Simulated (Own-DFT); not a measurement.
# Computed records: Ti₇Si₁₃ (C49 TiSi2 crystal with substituted atoms, atoms displaced)

A calculation, not a measurement: plane-wave density functional theory by an unreviewed code, no spin, of a simulated periodic cell, stress positive in tension, run twice, with PBE and with PBEsol, both on files made for PBE, so the change isn't that of files made for PBEsol, forces on such cells moved up to 12 meV/angstrom on a denser k mesh; the far tail of each file's local potential was reset to the Coulomb form; each entry is a single point on an unrelaxed cell, so the pressure reflects the starting lattice, taken from the Materials Project, from which strain is counted, and rises with the displacements; printed positions are rounded, which can move forces by about a meV/angstrom; the program, named Own-DFT, is a retired in-house code; no spin-orbit coupling; stress was not checked against mesh or cutoff. Program: Own-DFT development build.

Settings shared by all entries: functional PBE, then PBEsol; potential files PseudoDojo norm-conserving, scalar-relativistic, standard set; wave cutoff 42 hartree; occupations cold (Marzari-Vanderbilt); smearing width 0.2 eV; k mesh 4 x 4 x 4 centred on Gamma.

(1) 
```xyz
60
Lattice="5.2953 -6.7593 3.5652 7.0604 0.0000 -7.1303 5.2953 6.7593 3.5652" Properties=species:S:1:pos:R:3:PBE_force_x:R:1:PBE_force_y:R:1:PBE_force_z:R:1:PBEsol_force_x:R:1:PBEsol_force_y:R:1:PBEsol_force_z:R:1 formula=Ti7Si13 PBE_pressure=6.67 PBE_stress_xx=-6.32 PBE_stress_yy=-4.94 PBE_stress_zz=-8.74 PBE_stress_yz=-0.05 PBE_stress_xz=-0.39 PBE_stress_xy=0.19 PBEsol_pressure=3.29 PBEsol_stress_xx=-2.86 PBEsol_stress_yy=-1.34 PBEsol_stress_zz=-5.66 PBEsol_stress_yz=-0.05 PBEsol_stress_xz=-0.39 PBEsol_stress_xy=0.19 rms_change_of_force_components_from_PBE_to_PBEsol=0.026
Ti    12.4380    -5.2849    -2.5438     -1.305     -1.195     -1.661     -1.302     -1.175     -1.643
Ti    14.2422    -1.4775    -0.9036     -1.021      0.783      0.845     -1.024      0.822      0.847
Si    12.3481    -0.8327    -2.5844      0.398      0.665     -1.037      0.387      0.662     -0.984
Si     8.7163     0.9461    -4.3826      1.713      -1.01      -0.09      1.685     -0.969     -0.091
Si     7.0173    -3.3193     4.3952      0.879     -0.403      1.022       0.89     -0.404      1.043
Si    12.2014    -3.3883    -0.9146      1.535      0.533      1.099      1.566      0.517      1.096
Ti     8.7643    -5.3008     0.9827      1.351     -0.814     -0.819      1.324     -0.816      -0.83
Ti    10.5735    -1.3092     2.7078      0.261     -0.699     -0.186      0.254     -0.653     -0.172
Si     8.7639    -0.6207     0.9327      0.014     -0.978     -0.665      0.014     -1.038     -0.677
Si     5.3650     0.7123    -0.8393     -1.216      0.785     -1.432     -1.193      0.841      -1.44
Si    10.5395    -3.3701     0.9153      1.152      0.513      1.013      1.153      0.501      1.041
Si     8.9088    -3.2501     2.7816     -0.543     -0.873     -0.431     -0.555     -0.861     -0.432
Ti    14.0871     1.3986     1.0102       1.33      -0.07      0.585      1.282     -0.118      0.549
Ti    10.4249    -1.2661    -1.0289      2.577      -1.71      3.223      2.567     -1.666      3.187
Si     8.8914    -0.8609    -2.6498     -2.215       0.42     -2.197     -2.188      0.381     -2.185
Si    10.6149    -5.9487    -0.9158     -0.333       0.48      1.576     -0.325      0.532      1.571
Si    10.6334    -3.3132    -2.6745     -1.989     -0.703      0.354     -2.026     -0.685      0.346
Si     8.9933    -3.3313    -0.8203     -1.632     -0.329     -0.999      -1.63     -0.329     -1.026
Ti     7.0775     1.3945     4.4635      0.037     -1.019     -1.128      0.031     -1.023       -1.1
Ti    10.5603    -1.5126    -4.4406      0.376      1.656     -0.563      0.378      1.637     -0.538
Si     1.8273    -0.8594     0.8539     -0.471       0.73      1.569     -0.463      0.679      1.575
Si    15.8896     0.7292    -0.8530      0.003      0.228      0.811      0.002      0.279      0.815
Si     8.7313     3.3154     4.2889      0.889      0.305      2.013      0.896      0.303      2.045
Si    14.0850     3.3593    -1.0459     -0.439     -0.239      1.313     -0.428     -0.238      1.321
Ti    10.6376     1.3174     4.4891     -1.133      1.196      0.611     -1.119      1.131      0.576
Ti     6.9900    -1.5488     2.5762      0.475      2.763      1.145      0.481      2.755      1.151
Si     5.2887    -0.7522     0.8808     -0.469     -0.658      0.975     -0.463     -0.721      0.986
Si     7.0727    -6.0139     2.6706      0.089      0.997      1.565      0.089      1.052      1.565
Si     7.2516    -3.3084     0.8303     -1.539     -0.504      0.322     -1.557     -0.494      0.354
Si     5.2138    -3.3281     2.9453      0.901     -0.964     -3.161       0.91     -0.945      -3.21
Ti    10.5739     1.3004     0.9445     -0.799       0.37      0.691      -0.76      0.338       0.65
Ti     7.0584    -1.3159    -0.8633      0.082     -0.527     -0.115       0.09     -0.492     -0.115
Si     5.2768    -0.9083    -2.7340     -0.161      0.782      1.204     -0.161      0.733      1.197
Si    12.2796     0.7793     2.7406      1.029      1.247     -1.597      1.007      1.314     -1.615
Si     7.0971    -3.2411    -2.5757      -0.18     -1.369     -0.708     -0.176     -1.348     -0.707
Si    10.4743     3.2315     2.7193      1.756      0.849     -0.156      1.775      0.829     -0.156
Ti    10.5097     1.3259    -2.5571      1.128     -0.271     -2.861      1.125     -0.286     -2.789
Ti     6.9947    -1.3595    -4.4206      1.369     -0.563     -0.484      1.347     -0.546     -0.481
Si    10.5169     5.9217    -2.5078      1.195      0.113     -2.612       1.17      0.049     -2.595
Ti    12.3552     0.7813    -0.6980      0.438      3.928      -2.84      0.414      3.887       -2.8
Si    12.2499     3.4112    -2.7092      0.805     -0.539      0.898      0.818     -0.526      0.888
Si    10.5553     3.1788    -0.9196      0.918      1.088      1.201      0.929      1.057      1.214
Ti     6.8330     1.5436     0.9482      3.437     -1.961     -0.816      3.408     -1.958     -0.814
Ti     3.5426    -1.3707    -0.8547      0.241     -0.314     -1.076      0.225     -0.311     -1.062
Si    12.3180    -0.6035     4.4174       1.02     -2.514      1.011          1     -2.575      1.021
Si     8.8775     0.8138     2.6972     -0.936      0.877      0.183     -0.906      0.936      0.189
Si     8.8373     3.2987     0.9241      0.001      0.619     -0.449      0.001      0.607     -0.455
Si     7.0869     3.4323     2.6275     -0.238     -0.399      0.328     -0.268      -0.39      0.321
Ti     7.1695     1.4071    -2.5376     -2.705       0.25     -1.604     -2.671      0.237     -1.598
Ti     8.8694     5.3535    -0.9195     -1.076     -0.393      1.777     -1.059     -0.371      1.756
Si    12.4612    -0.7919     0.9716     -0.836     -1.067      0.128     -0.814     -1.065      0.083
Si     8.7853     0.7817    -0.9926      0.249     -0.024      2.879      0.248      0.018      2.844
Si     8.9047     3.3233    -2.6118      -0.79      0.569     -0.779       -0.8       0.56     -0.801
Si     7.1292     3.3904    -0.8556     -0.688      0.313     -0.228     -0.699      0.301     -0.225
Ti     3.5370     1.5279     0.9806     -0.258     -1.679     -0.999     -0.238     -1.667     -0.999
Ti     5.4752     5.3016     2.6774     -2.619      1.718      0.166     -2.597      1.713      0.157
Si     8.7890    -0.7067     4.4466      0.337     -0.965      0.047      0.335      -1.02      0.045
Si     5.3357     0.8773     2.6601     -1.182     -0.853      1.604     -1.164     -0.796       1.59
Si     5.3127     3.4304     0.9906     -0.068      0.548     -1.263     -0.045      0.535     -1.263
Si    10.6687     3.3817    -4.5136     -1.143       0.28      0.798     -1.172      0.279      0.779
```

Units: PBE_pressure, PBE_stress_xx, PBE_stress_yy, PBE_stress_zz, PBE_stress_yz, PBE_stress_xz, PBE_stress_xy, PBEsol_pressure, PBEsol_stress_xx, PBEsol_stress_yy, PBEsol_stress_zz, PBEsol_stress_yz, PBEsol_stress_xz, PBEsol_stress_xy in GPa; rms_change_of_force_components_from_PBE_to_PBEsol, PBE_force_x, PBE_force_y, PBE_force_z, PBEsol_force_x, PBEsol_force_y, PBEsol_force_z in eV/Å.

(2) 
```xyz
60
Lattice="5.2953 -6.7593 3.5652 7.0604 0.0000 -7.1303 5.2953 6.7593 3.5652" Properties=species:S:1:pos:R:3:PBE_force_x:R:1:PBE_force_y:R:1:PBE_force_z:R:1:PBEsol_force_x:R:1:PBEsol_force_y:R:1:PBEsol_force_z:R:1 formula=Ti7Si13 PBE_pressure=5.59 PBE_stress_xx=-7.58 PBE_stress_yy=-2.47 PBE_stress_zz=-6.73 PBE_stress_yz=-0.14 PBE_stress_xz=-0.65 PBE_stress_xy=0.14 PBEsol_pressure=2.2 PBEsol_stress_xx=-4.09 PBEsol_stress_yy=1.15 PBEsol_stress_zz=-3.65 PBEsol_stress_yz=-0.13 PBEsol_stress_xz=-0.65 PBEsol_stress_xy=0.13 rms_change_of_force_components_from_PBE_to_PBEsol=0.025
Ti    12.3197    -5.2900    -2.6215       0.83     -0.891     -0.839       0.82      -0.88     -0.848
Ti    14.1100    -1.2128    -0.8948      0.175     -1.319     -1.419      0.178     -1.318     -1.377
Si    12.3235    -0.7161    -2.7631     -0.032     -0.932      1.277     -0.035     -0.988      1.311
Si     8.9021     0.9190    -4.4702      -0.84     -0.023      0.259      -0.83      0.029      0.272
Si     7.0429    -3.3324     4.4330      0.152      0.008     -0.019      0.151      0.005     -0.041
Si    12.3584    -3.3648    -0.8982     -1.266      0.661     -0.631     -1.228      0.644     -0.576
Ti     8.7761    -5.3950     0.9704      1.019     -0.097     -1.125      0.992     -0.098     -1.093
Ti    10.5340    -1.2293     2.7315      0.876     -1.788     -1.245      0.854     -1.761     -1.239
Si     8.7540    -0.8392     0.8757      0.557     -0.318     -1.974      0.545     -0.368     -2.001
Si     5.2995     0.6086    -0.9186     -0.183       3.05     -0.757     -0.191      3.132     -0.757
Si    10.4726    -3.3523     1.0124      1.774      0.343     -1.741      1.795      0.333     -1.771
Si     8.7517    -3.3983     2.4548      1.348      0.405      4.136      1.344      0.398       4.18
Ti    14.0721     1.3092     0.8566       0.58       1.64      0.343       0.57      1.603       0.33
Ti    10.5770    -1.3261    -0.9564     -0.359     -0.715      0.687     -0.366     -0.676      0.679
Si     8.8862    -0.8284    -2.6782     -0.586      0.209     -0.446     -0.582      0.162     -0.455
Si    10.6434    -5.8249    -0.9106     -1.155     -0.932      0.244     -1.137     -0.907      0.243
Si    10.5727    -3.4959    -2.7192     -0.581       1.19      0.639      -0.58      1.167      0.646
Si     8.6504    -3.2747    -0.9843      2.315     -1.516      0.941      2.321     -1.487      0.961
Ti     7.1489     1.4251     4.4894     -1.143     -0.667     -0.663     -1.146     -0.673     -0.643
Ti    10.4672    -1.3825    -4.6278      1.981      -0.23      2.063      1.965       -0.2      2.052
Si     1.7394    -0.7761     0.9769     -1.312      0.391      -1.26     -1.289      0.341     -1.258
Si    15.9221     0.8511    -0.8679     -0.208      -0.44      0.124     -0.205     -0.399      0.122
Si     8.8851     3.3264     4.4316      -1.08       0.53      0.547     -1.103      0.518      0.571
Si    14.0252     3.3958    -0.9132      0.823     -0.094      0.801      0.839     -0.089      0.804
Ti    10.6558     1.4470     4.6339     -1.234      -0.82     -2.595     -1.224     -0.821     -2.571
Ti     7.0459    -1.4361     2.5945     -0.669      0.726       0.63     -0.641      0.729      0.616
Si     5.2431    -0.8182     0.6855      0.468     -1.087      3.968      0.458     -1.136      3.982
Si     6.9848    -5.9463     2.6829      0.725     -0.229      1.095      0.719     -0.194       1.09
Si     7.1193    -3.4594     1.0751     -2.498      0.336     -2.827     -2.533      0.324     -2.849
Si     5.2113    -3.3923     2.6714      0.396      0.686      0.306      0.412      0.672      0.299
Ti    10.5819     1.3429     0.8312     -0.611      0.769      1.034       -0.6      0.746      1.026
Ti     7.0446    -1.4970    -0.9397      0.268      1.816      1.081      0.258      1.815      1.057
Si     5.3916    -0.8339    -2.5916     -1.507     -0.103     -2.133      -1.48     -0.157     -2.154
Si    12.4238     0.7667     2.7067     -0.841      0.721     -0.919     -0.829      0.769     -0.929
Si     6.9761    -3.3318    -2.5458     -0.478     -1.096     -1.781     -0.492     -1.075     -1.792
Si    10.5227     3.3444     2.7719      0.853     -0.071     -0.535      0.894     -0.074     -0.521
Ti    10.5879     1.3740    -2.7118      0.754       0.29      0.461      0.724      0.301      0.455
Ti     7.0162    -1.3645    -4.3478      0.981      0.014     -1.187      0.978      0.012     -1.179
Si    10.5796     5.8880    -2.7219      0.158      0.143      0.703      0.142      0.104      0.709
Si    12.2562     0.9482    -0.8858      1.043     -0.508     -0.665      1.028     -0.476     -0.666
Si    12.3860     3.3792    -2.5840     -0.622      0.238     -1.126     -0.638      0.236     -1.146
Si    10.6060     3.4884    -0.8929     -0.558     -0.752      0.095     -0.596     -0.738      0.059
Ti     6.9485     1.3417     0.8033      0.957      0.389      1.071      0.945      0.363      1.056
Ti     3.4339    -1.2250    -0.8289     -0.087     -2.223     -1.306     -0.078     -2.181     -1.283
Si     7.0596     6.0278     0.8473      0.055     -0.753      0.928      0.051     -0.797      0.949
Si     8.7972     0.6124     2.5374     -0.298      2.064      1.661     -0.289      2.111      1.667
Si     8.8838     3.4420     0.9915     -0.544     -0.235     -0.645     -0.547     -0.232     -0.667
Si     7.0474     3.4414     2.7313     -0.245     -0.467     -0.482     -0.251     -0.453     -0.474
Ti     7.0495     1.4132    -2.7168     -1.417     -0.548      0.348     -1.376     -0.516      0.346
Ti     8.8665     5.4123    -0.9552     -0.129      0.117      1.374     -0.134      0.109      1.338
Si    12.4360    -0.7282     0.8044      -1.02     -0.722      0.871     -0.995     -0.759      0.859
Si     8.7689     0.9312    -1.0559      0.288     -0.164      1.634       0.29     -0.111      1.627
Ti     8.7513     3.3100    -2.7456     -0.078      1.068      1.722     -0.078      1.027      1.714
Si     7.0333     3.4318    -0.8208      0.318      0.037     -0.627      0.378      0.032     -0.677
Ti     3.5045     1.3675     0.8249      0.496      0.733      0.012      0.491      0.685      0.008
Ti     5.3425     5.4134     2.6905     -0.349     -0.385     -0.252     -0.333     -0.346     -0.261
Si     8.8545    -0.8077     4.4243     -0.561      0.138       0.92     -0.553      0.099       0.93
Si     5.1937     0.7559     2.7205      1.041      0.789     -2.314      1.019      0.846      -2.34
Si     5.3084     3.3794     0.8053     -0.781      0.178      0.994     -0.807      0.172      1.003
Si    10.4387     3.3449    -4.4014      2.041      0.442     -1.457      2.008       0.43     -1.393
```

Units: PBE_pressure, PBE_stress_xx, PBE_stress_yy, PBE_stress_zz, PBE_stress_yz, PBE_stress_xz, PBE_stress_xy, PBEsol_pressure, PBEsol_stress_xx, PBEsol_stress_yy, PBEsol_stress_zz, PBEsol_stress_yz, PBEsol_stress_xz, PBEsol_stress_xy in GPa; rms_change_of_force_components_from_PBE_to_PBEsol, PBE_force_x, PBE_force_y, PBE_force_z, PBEsol_force_x, PBEsol_force_y, PBEsol_force_z in eV/Å.

(3) 
```xyz
60
Lattice="5.2953 -6.7593 3.5652 7.0604 0.0000 -7.1303 5.2953 6.7593 3.5652" Properties=species:S:1:pos:R:3:PBE_force_x:R:1:PBE_force_y:R:1:PBE_force_z:R:1:PBEsol_force_x:R:1:PBEsol_force_y:R:1:PBEsol_force_z:R:1 formula=Ti7Si13 PBE_pressure=5.65 PBE_stress_xx=-5.7 PBE_stress_yy=-4 PBE_stress_zz=-7.24 PBE_stress_yz=-0.45 PBE_stress_xz=-0.5 PBE_stress_xy=0.56 PBEsol_pressure=2.26 PBEsol_stress_xx=-2.26 PBEsol_stress_yy=-0.41 PBEsol_stress_zz=-4.1 PBEsol_stress_yz=-0.46 PBEsol_stress_xz=-0.51 PBEsol_stress_xy=0.58 rms_change_of_force_components_from_PBE_to_PBEsol=0.028
Ti    12.3955    -5.3108    -2.7091     -2.115     -0.991     -0.597     -2.083     -0.998     -0.591
Ti    14.0242    -1.4183    -0.8528      1.578      0.296     -1.096       1.55        0.3     -1.078
Si    12.3145    -0.7392    -2.6513      0.157      0.072     -1.136      0.157      0.012     -1.138
Si     8.6603     0.8652    -4.5405       0.89     -0.955      1.138       0.88     -0.956      1.172
Si     6.9673    -3.4997     4.4604      0.595      1.558      0.024      0.586      1.532      0.029
Si    12.3538    -3.4474    -0.8211      0.133     -0.147     -0.576      0.112     -0.137      -0.59
Ti     8.7439    -5.4427     0.8928      0.538      0.648      0.149      0.527      0.617      0.147
Ti    10.4771    -1.4000     2.6664       2.47     -0.942      0.477      2.434     -0.909      0.485
Si     8.8657    -0.9099     1.0008     -0.446      0.485      -2.31     -0.448      0.436     -2.302
Si     5.1808     0.7768    -0.9104      0.828     -0.179      0.663      0.805     -0.137      0.639
Si    10.6060    -3.4584     0.9135     -0.255      0.178      0.357     -0.248      0.181      0.359
Si     8.7212    -3.4439     2.6871      0.454      0.169      0.028      0.459      0.172      0.028
Ti    13.9216     1.6289     0.8647      3.004      -5.73      0.074      2.975     -5.691      0.077
Ti    10.7469    -1.5889    -0.8963     -1.778       1.84      1.227      -1.77      1.845      1.203
Ti     8.6934    -0.8029    -2.6514      2.592     -2.649     -1.318      2.505     -2.609     -1.308
Si    10.5021    -5.9208    -0.8936      0.392      0.588      0.515      0.387      0.646      0.538
Si    10.4933    -3.3735    -2.7908      0.998      0.451      1.177      1.004      0.453      1.205
Si     8.8270    -3.5022    -0.8535      0.386      1.285      0.138      0.384      1.271      0.122
Ti     7.2195     1.4334     4.4727     -1.889     -0.838      -0.49     -1.869     -0.828     -0.496
Ti    10.4614    -1.3568    -4.4954      1.694        0.3     -0.153      1.644      0.309     -0.116
Si     1.7842    -0.8910     0.8394     -0.679      0.319      0.242     -0.668      0.281      0.258
Si    15.8195     0.8949    -0.9273      0.496     -0.689       1.78      0.496     -0.643      1.767
Si     3.5756    -3.3488     0.9284     -0.434      0.254      -0.62     -0.456      0.245     -0.615
Si    14.1139     3.2927    -0.8305     -0.454      1.699     -1.272     -0.459      1.674     -1.267
Ti    10.5150     1.3012     4.4544      1.748      1.455      0.649      1.728      1.434      0.645
Ti     7.1246    -1.3325     2.7422     -1.026     -0.724     -0.146     -1.001     -0.709     -0.147
Si     5.2112    -0.8162     0.9429      0.798      0.307     -0.497      0.778      0.261      -0.48
Si     7.0117    -6.0132     2.6912     -0.233      0.225     -0.122      -0.23      0.276     -0.117
Si     7.0058    -3.4411     0.9209      0.299      0.553     -0.655      0.305      0.541      -0.67
Si     5.2810    -3.3431     2.6240     -0.073      0.088      0.747     -0.072      0.084      0.769
Ti    10.6972     1.4751     0.9096     -1.969     -1.179     -0.387     -1.933     -1.169     -0.364
Ti     7.2358    -1.4365    -1.0320     -3.452      0.446      3.343     -3.353      0.491      3.224
Si     5.2678    -0.8647    -2.7384      0.335      0.434      0.515      0.327       0.39      0.512
Si    12.3768     0.8044     2.6767     -0.629     -0.313     -0.145     -0.619     -0.256     -0.159
Si    12.4063     3.2695     0.9487     -1.553      3.156     -0.369     -1.539      3.117     -0.367
Si    10.5392     3.2851     2.5869      0.322      1.116      0.788      0.331      1.088      0.777
Ti    10.5153     1.3280    -2.7247        0.5      0.562      0.243      0.474      0.535      0.234
Ti     7.0931    -1.2801    -4.3873     -1.609     -0.802     -2.407      -1.55     -0.759      -2.34
Si    10.4963     6.0474    -2.5405      0.719     -0.424     -1.904      0.716     -0.496     -1.915
Si    12.1940     0.7664    -0.8457       1.14      0.219     -1.203      1.121      0.281     -1.183
Si    12.4763     3.3755    -2.6609     -1.018      0.105      0.146     -1.021      0.112      0.134
Si    10.6709     3.3607    -0.9798      -0.48      0.166      0.618     -0.485       0.16      0.638
Ti     7.1967     1.3846     1.0185     -1.113     -0.387     -1.259     -1.102     -0.379     -1.243
Ti     3.4786    -1.2681    -1.0493      0.628     -1.682      1.794      0.616     -1.633       1.78
Si     7.0541     6.0156     0.8875     -1.113     -0.611     -0.497     -1.092     -0.656     -0.494
Si     9.0473     0.7170     2.6724      -1.77      0.422     -0.293     -1.747      0.468     -0.283
Si     8.7684     3.4020     0.9009      0.743       0.16     -0.133      0.752       0.16     -0.135
Si     7.0569     3.2288     2.7077      0.301      1.577     -0.407      0.313      1.542     -0.414
Ti     7.0351     1.3900    -2.6085     -1.117      0.108     -0.774     -1.079      0.059      -0.78
Ti     8.7634     5.3956    -0.9340      0.204     -0.465      0.855      0.203     -0.431       0.86
Si    12.4406    -0.8078     0.8412     -1.451     -0.054      1.225     -1.428     -0.113      1.225
Si     8.6588     0.7914    -0.9484      1.899      0.292      2.304      1.869      0.288      2.242
Si     8.8965     3.4291    -2.7450      -0.56     -0.495      0.957     -0.576     -0.483      0.969
Si     7.0613     3.3385    -0.7549     -0.363      0.093     -0.992     -0.362      0.087     -1.016
Ti     3.3999     1.3617     0.9673      1.261     -0.197     -1.045      1.235       -0.2     -1.033
Ti     5.1810     5.3910     2.7921      0.835      -0.56     -0.617      0.837     -0.534     -0.628
Si     8.9100    -0.7893     4.5160     -1.284     -0.329      0.254     -1.268     -0.366      0.245
Si     5.3816     0.9821     2.6552     -0.749     -1.041      0.544     -0.733     -1.006      0.541
Si     5.1807     3.4514     0.9270      0.699     -0.413     -0.139      0.701     -0.396     -0.143
Si    10.5551     3.2327    -4.4926     -0.023      1.171      0.587     -0.021      1.146      0.591
```

Units: PBE_pressure, PBE_stress_xx, PBE_stress_yy, PBE_stress_zz, PBE_stress_yz, PBE_stress_xz, PBE_stress_xy, PBEsol_pressure, PBEsol_stress_xx, PBEsol_stress_yy, PBEsol_stress_zz, PBEsol_stress_yz, PBEsol_stress_xz, PBEsol_stress_xy in GPa; rms_change_of_force_components_from_PBE_to_PBEsol, PBE_force_x, PBE_force_y, PBE_force_z, PBEsol_force_x, PBEsol_force_y, PBEsol_force_z in eV/Å.
